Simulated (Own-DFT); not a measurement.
# What random displacements cost in 3C SiC, 64 atoms (C32Si32)

All numbers below are calculated, not measured. The program, named Own-DFT, is a retired in-house plane-wave density functional code that no person has reviewed. Each row is one single-point run on a periodic cell that was not relaxed, without spin or spin-orbit coupling.

Settings of every run: PBE; PseudoDojo norm-conserving scalar-relativistic files; cutoff 42 hartree; 4 x 4 x 4 k mesh centred on Gamma; Fermi-Dirac smearing of 0.1 eV.

Known limits, some of them of some rows only: some atoms lie very close together; forces on such cells passed a denser k mesh, each cell not checked; stress not checked against mesh or cutoff.

Cell vectors in Å: (8.719, 0.000, 0.000); (0.000, 8.719, 0.000); (0.000, 0.000, 8.719). In each run every atom was moved at random and independently from its ideal site; u is the rms move along one axis. E is the free energy for each atom above the fitted value at u = 0, and F the rms of the force components.

```
run   u (Å)  E (meV/atom)  F (eV/Å)  largest force (eV/Å)  P (GPa)
  1  0.0292          30.3     0.816                  2.37     3.79
  2  0.0294          34.7     0.927                  3.12     3.92
  3  0.0598         126.6     1.718                  7.05     5.92
  4  0.0605         131.6     1.883                 10.73     6.03
  5  0.0614             ?         ?                     ?        ?
  6  0.0968         405.5     4.113                 26.34    13.33
  7  0.0991         339.1     2.788                  9.90    11.72
  8  0.1064         416.5     3.372                 16.01    13.38
  9  0.1504         985.1     6.204                 27.14    28.06
```

## Worked fit

For small independent moves the energy grows as E = (3/2) K u², with K the mean stiffness felt by one atom. The runs with u up to 0.11 Å give K = 24.9 ± 1.2 eV/Å², with residuals divided by u² + 0.0006 Å², since the noise grows with the moves. The scatter is 9.5 meV/atom at u = 0.05 Å. The forces follow F = G u with G = 32.0 eV/Å²; no force at u = 0 is resolved. G exceeds K because the moves of its neighbours add to the force on an atom, and stiffness differs between atoms. At u = 0.150 Å the parabola gives 846 meV/atom and the run 985. The pressure follows P = 2.84 + 969 u² GPa: at fixed volume, shortened bonds push harder than stretched ones pull.

## Withheld run

Question: what energy and rms force should run 5 give?

The fit gives 141 ± 15 meV/atom and about 1.97 eV/Å. The calculation gave 141.4 meV/atom and 1.777 eV/Å.
